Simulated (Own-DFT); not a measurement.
# One host, several defects: monoclinic HfO2

Everything here is calculated. The program is Own-DFT (plane waves, in-house, since retired, never reviewed by a person); positions were held fixed, and spin and spin-orbit coupling were off.

Settings: PBE; PseudoDojo norm-conserving scalar-relativistic files; cutoff 72 hartree; 2 x 2 x 2 k mesh centred on Gamma; Fermi-Dirac smearing of 0.1 eV.

Keep in mind (not all hold for every row): not probed for a lower state with spin; hafnium file: forces about 75 meV/angstrom off all-electron values; oxygen file: force components 24 meV/angstrom off all-electron in a glass; forces on such cells passed a denser k mesh, each cell not checked; stress not checked against mesh or cutoff.

All runs share one cell, with vectors in Å (10.234, 0.000, 0.000); (0.000, 10.350, 0.000); (-1.696, 0.000, 10.445) and a volume of 1106.4 Å³. Atoms were moved at random from their sites; u is the rms move along one axis. The defect's site can differ from row to row.

```
                                      cell     formula   u (Å)  P (GPa)
                                 no defect     Hf32O64  0.0189     3.73
                                 no defect     Hf32O64  0.0204     4.03
                                 no defect     Hf32O64  0.0534     6.54
                       one Si on a Hf site   Hf31O64Si  0.0274        ?
                       one Si on a Hf site   Hf31O64Si  0.0278     2.77
                       one Si on a Hf site   Hf31O64Si  0.0506     4.81
                       one Si on a Hf site   Hf31O64Si  0.0525     4.19
two Al on a Hf site each and one O vacancy  Al2Hf30O63  0.0291     2.05
two Al on a Hf site each and one O vacancy  Al2Hf30O63  0.0317     2.09
two Al on a Hf site each and one O vacancy  Al2Hf30O63  0.0488     3.41
                           two O vacancies     Hf32O62  0.0300     3.47
                           two O vacancies     Hf32O62  0.0303     3.62
                           two O vacancies     Hf32O62  0.0488     5.10
                             one O vacancy     Hf32O63  0.0304     3.84
                             one O vacancy     Hf32O63  0.0312     3.75
                             one O vacancy     Hf32O63  0.0417     4.08
```

## Analysis

P = P0 + c u² + a shift for each defect gives P0 = 3.59 GPa, c = 974 ± 83 GPa/Å² and a scatter of 0.26 GPa. The shifts, and each times the cell's volume:

- one O vacancy: -0.89 ± 0.21 GPa, -6.1 eV
- two O vacancies: -0.89 ± 0.21 GPa, -6.2 eV (-3.1 eV for each of its 2 sites)
- one Si on a Hf site: -1.64 ± 0.22 GPa, -11.3 eV
- two Al on a Hf site each and one O vacancy: -2.45 ± 0.21 GPa, -16.9 eV

A positive shift means that the defect pushes the cell outwards. Shift times volume (160.2 GPa Å³ is 1 eV) depends little on the cell's size, so, taken for each site, it can be compared between cells at like pressure. The atoms around the defects weren't relaxed, which would change these numbers.

## Test on the hidden row

Question: what pressure belongs in the blank (one Si on a Hf site, u = 0.0274 Å)?

The fitted form gives 2.68 ± 0.32 GPa. The run itself gave 2.52 GPa.
